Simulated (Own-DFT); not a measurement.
# Strain and stress in wurtzite GaN, 72 atoms (Ga36N36)

All numbers below are calculated, not measured. The program, named Own-DFT, is a retired in-house plane-wave density functional code that no person has reviewed. Each row is one single-point run on a periodic cell that was not relaxed, without spin or spin-orbit coupling.

Settings of every run: PBE; PseudoDojo norm-conserving scalar-relativistic files (stringent for Ga); cutoff 96 hartree; 4 x 4 x 3 k mesh centred on Gamma; Gaussian smearing of 0.01 eV.

Known limits: forces not confirmed at this smearing and k mesh; stress not checked against mesh or cutoff.

Unstrained cell vectors in Å: (9.567, 0.000, 0.000); (-4.784, 8.285, 0.000); (0.000, 0.000, 10.370). The unstrained cell has measured lattice constants (interpolated for alloys), not those of this functional. That, the random moves and any unrelaxed bonds set the pressure at no strain. Each run strains this cell uniformly, with the atoms carried along. Every atom was also moved at random, by a Gaussian of width 0.05 Å on each axis. Strain is the symmetric tensor, in per cent. Stress is positive in tension, and the pressure is minus a third of its trace.

| run | e_xx (%) | e_yy (%) | e_zz (%) | s_xx (GPa) | s_yy (GPa) | s_zz (GPa) | P (GPa) | E (meV/atom) |
|---|---|---|---|---|---|---|---|---|
| 1 | 0.00 | 0.00 | 1.00 | -6.08 | -5.18 | -3.04 | 4.76 | 0.0 |
| 2 | 0.00 | 0.00 | 1.25 | -5.91 | -5.97 | -1.71 | 4.53 | 14.6 |
| 3 | 0.00 | 0.00 | 3.00 | -5.04 | -3.43 | 4.53 | 1.31 | 2.4 |
| 4 | 0.00 | 0.00 | -1.00 | -6.71 | -7.73 | -12.69 | 9.04 | 21.1 |
| 5 | 0.00 | 0.00 | 2.00 | -5.49 | -5.06 | 0.53 | 3.34 | 14.8 |
| 6 | 0.00 | 0.00 | -1.50 | -8.82 | -7.94 | -14.32 | 10.36 | 37.6 |
| 7 | 0.00 | 0.00 | -1.75 | -9.29 | -8.14 | -15.45 | 10.96 | 41.2 |
| 8 | 0.00 | 0.00 | 0.50 | -6.21 | -5.03 | -6.81 | 6.02 | 20.4 |
| 9 | 0.00 | 0.00 | 2.50 | ? | ? | ? | ? | ? |

E is the free energy for each atom above the lowest run shown.

## Worked fit

The change of volume is close to e_xx + e_yy + e_zz. A straight line through the runs shown gives P = 7.18 - 203 x (fractional change of volume) GPa, with an error of 6 on the slope and a scatter of 0.25 GPa. The strain isn't the same on all axes and the cell isn't cubic, so the slope belongs to this path and is not the bulk modulus.

## Withheld run

Question: what pressure should run 9 give? Its volume changes by 2.50 %.

The line gives 2.1 GPa. The calculation gave 2.28 GPa.
